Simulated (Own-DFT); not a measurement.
# One host, several defects: C40 NbSi2

Calculated, not measured: single-point runs of Own-DFT, a retired in-house plane-wave DFT program that no person has reviewed, on unrelaxed cells, without spin or spin-orbit coupling.

Common settings: PBE; PseudoDojo norm-conserving scalar-relativistic files; cutoff 42 hartree; 4 x 4 x 5 k mesh centred on Gamma; cold (Marzari-Vanderbilt) smearing of 0.2 eV.

Known weak points: forces on such cells failed a check on a denser k mesh; stress not checked against mesh or cutoff.

All runs share one cell, with vectors in Å (0.000, 8.324, 0.000); (-9.613, 0.000, 0.000); (0.000, 0.000, 6.586) and a volume of 527.0 Å³. u is the rms random offset of the atoms per axis. The defect's site can differ from row to row.

| cell | formula | u (Å) | P (GPa) |
|---|---|---|---|
| no defect | Nb12Si24 | 0.0186 | 1.44 |
| no defect | Nb12Si24 | 0.0201 | 1.48 |
| no defect | Nb12Si24 | 0.0597 | 3.26 |
| two Nb vacancies | Nb10Si24 | 0.0306 | -0.08 |
| two Nb vacancies | Nb10Si24 | 0.0308 | -0.08 |
| two Nb vacancies | Nb10Si24 | 0.0479 | 0.95 |
| two Nb vacancies | Nb10Si24 | 0.0523 | ? |
| two Nb on a Si site each | Nb14Si22 | 0.0351 | 7.72 |
| two Nb on a Si site each | Nb14Si22 | 0.0520 | 8.47 |
| two Nb on a Si site each | Nb14Si22 | 0.0531 | 9.01 |
| two Si on a Nb site each | Nb10Si26 | 0.0288 | 1.59 |
| two Si on a Nb site each | Nb10Si26 | 0.0306 | 1.89 |
| two Si on a Nb site each | Nb10Si26 | 0.0525 | 2.75 |
| one Si vacancy | Nb12Si23 | 0.0289 | 1.07 |
| one Si vacancy | Nb12Si23 | 0.0305 | 1.07 |
| one Si vacancy | Nb12Si23 | 0.0540 | 2.18 |

## Working it out

P = P0 + c u² + a shift for each defect gives P0 = 1.22 GPa, c = 586 ± 39 GPa/Å² and a scatter of 0.15 GPa. The shifts, and each times the cell's volume:

- two Nb on a Si site each: 5.86 ± 0.13 GPa, 19.3 eV (9.6 eV for each of its 2 sites)
- two Si on a Nb site each: -0.03 ± 0.12 GPa, -0.1 eV (0.0 eV for each of its 2 sites) (not resolved)
- one Si vacancy: -0.69 ± 0.12 GPa, -2.3 eV
- two Nb vacancies: -1.77 ± 0.12 GPa, -5.8 eV (-2.9 eV for each of its 2 sites)

Positive is outwards. The product with the volume (160.2 GPa Å³ to the eV) is nearly free of the cell's size; divided by the bulk modulus at the cell's pressure it gives the volume that the defect adds. The atoms around the defects weren't relaxed, which would change these numbers.

## Prediction

Q: what pressure belongs in the blank (two Nb vacancies, u = 0.0523 Å)?

The fitted form gives 1.05 ± 0.18 GPa. The calculation gave 1.08 GPa.
